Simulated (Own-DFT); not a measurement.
# Which arrangement is lower? C34N2Si36, 72 atoms

These are calculations, not measurements. They come from Own-DFT, an in-house plane-wave density functional program, since retired, whose code no person has reviewed. Each row is one single-point run on a periodic cell that was not relaxed, without spin or spin-orbit coupling.

Settings of every run: PBE; PseudoDojo norm-conserving scalar-relativistic files; cutoff 42 hartree; 4 x 4 x 3 k mesh centred on Gamma; Fermi-Dirac smearing of 0.1 eV.

Known limits: not probed for a lower state with spin; forces on such cells passed a denser k mesh, each cell not checked; stress not checked against mesh or cutoff.

All cells hold the same atoms in the same cell, with vectors in Å (9.248, 0.000, 0.000); (-4.624, 8.009, 0.000); (0.000, 0.000, 10.068). Every atom was moved at random from its ideal site; u is the rms move along one axis. The defect's site can differ from row to row. E is the free energy of the cell above the lowest run. The arrangements:

- A: 4H SiC, with two N on a C site each, 3.1 Å apart
- B: 2H SiC, with two N on a C site each, 3.1 Å apart

```
arrangement   u (Å)  E (eV)  P (GPa)
          A  0.0273   0.034     2.59
          A  0.0292   0.000     2.59
          A  0.0301   0.307     2.61
          A  0.0486   3.805     3.64
          A  0.0493   3.516     3.68
          A  0.0513   4.840     4.41
          B  0.0292   1.265     2.96
          B  0.0298   1.638     3.18
          B  0.0312   1.766     3.16
          B  0.0462   4.550     4.14
          B  0.0502   5.445     4.25
          B  0.0525   6.174     4.63
```

Question: once the cost of the random moves is taken out, how do the arrangements rank?

## Worked answer

Fit E = a + b u², with one b for all and one a for each arrangement, and with residuals divided by u², since the noise grows with the moves. Then b = 2419 eV/Å², the scatter at u = 0.04 Å is 0.23 eV, and against A:

- B: 1.27 ± 0.10 eV (higher)

These are energies of unrelaxed cells. Relaxing the atoms lowers the strained arrangements most, so the gaps would shrink and small ones could change sign.
